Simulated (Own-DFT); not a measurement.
# Reading a pressure off an energy slope: monoclinic HfO2, 94 atoms (Hf32O62), with two O vacancies

All values are computed. Each geometry was run twice at fixed positions with Own-DFT, a retired in-house plane-wave program that no person has reviewed: with PBE, and with HSE06 (exact exchange share 0.25 at short range, screening 0.11 per bohr, Gygi-Baldereschi treatment of its divergence). Both used PseudoDojo norm-conserving files made for PBE, a cutoff of 48 hartree, the Gamma point alone, fixed occupations, a neutral cell and no spin. With Gamma alone and a thickness of 10.1 Å, finite-size errors remain in every number. The hafnium file keeps the 4f electrons in the core, and its forces lie about 75 meV/Å off all-electron values. The oxygen file's force components were 24 meV/Å off all-electron values in a glass.

Unstrained cell vectors in Å: (10.234, 0.000, 0.000); (0.000, 10.350, 0.000); (-1.696, 0.000, 10.445), volume V0 = 1106.4 Å³, from measured lattice constants. Each geometry has its own random strain of a few per cent, its own defect sites and random moves of rms u per axis. HSE06 gave the energy alone. D is its energy less that of PBE, over the lowest D shown. The PBE stress wasn't checked against mesh or cutoff.

```
run  V - V0 (Å³)   u (Å)  P with PBE (GPa)  D (eV)
  1         39.0  0.0486             -2.38   1.983
  2        -10.3  0.0489              7.32   0.750
  3        -10.9  0.0285              5.83   0.602
  4        -30.0  0.0518             12.37   0.450
  5        -17.5  0.0505             11.10   0.538
  6          4.4  0.0475              4.31   1.103
  7         -6.7  0.0476              7.37   0.850
  8        -30.5  0.0289             10.86   0.119
  9         -6.7  0.0478              7.32   0.698
 10         33.4  0.0520             -0.68   1.943
 11         -0.8  0.0285              3.84   0.858
 12          1.3  0.0333              3.40   0.967
 13        -37.0  0.0308             12.50   0.000
 14          5.3  0.0499              3.69       ?
```

## Working it out

D = 0.80 + 0.0246 (V - V0) + 95 u² eV, with an error of 0.0010 on the volume slope, 29 on the last term and a scatter of 0.07 eV. Pressure is -dE/dV, and 1 eV/Å³ is 160.2 GPa, so HSE06 changes the pressure by -3.9 ± 0.2 GPa. With the ions held to the strained lattice, the PBE pressure falls by 243 ± 9 GPa per unit of volume strain; the shape of the strain isn't fitted, so the true error is larger, and a relaxed crystal would be softer. On that slope HSE06's volume at a given pressure is about 1.6 % smaller, or 0.5 % in lengths. At u = 0 and V0 the PBE pressure is 2.6 GPa, which puts the zero-pressure volume, against the measured cell and with the defects in, at +1.1 % for PBE and -0.6 % for HSE06, each good to a few tenths of a per cent.

## Withheld run

The question: what D should run 14 give?

The fitted form gives 1.16 eV, with rows scattering by 0.07. The run itself gave 1.289 eV.
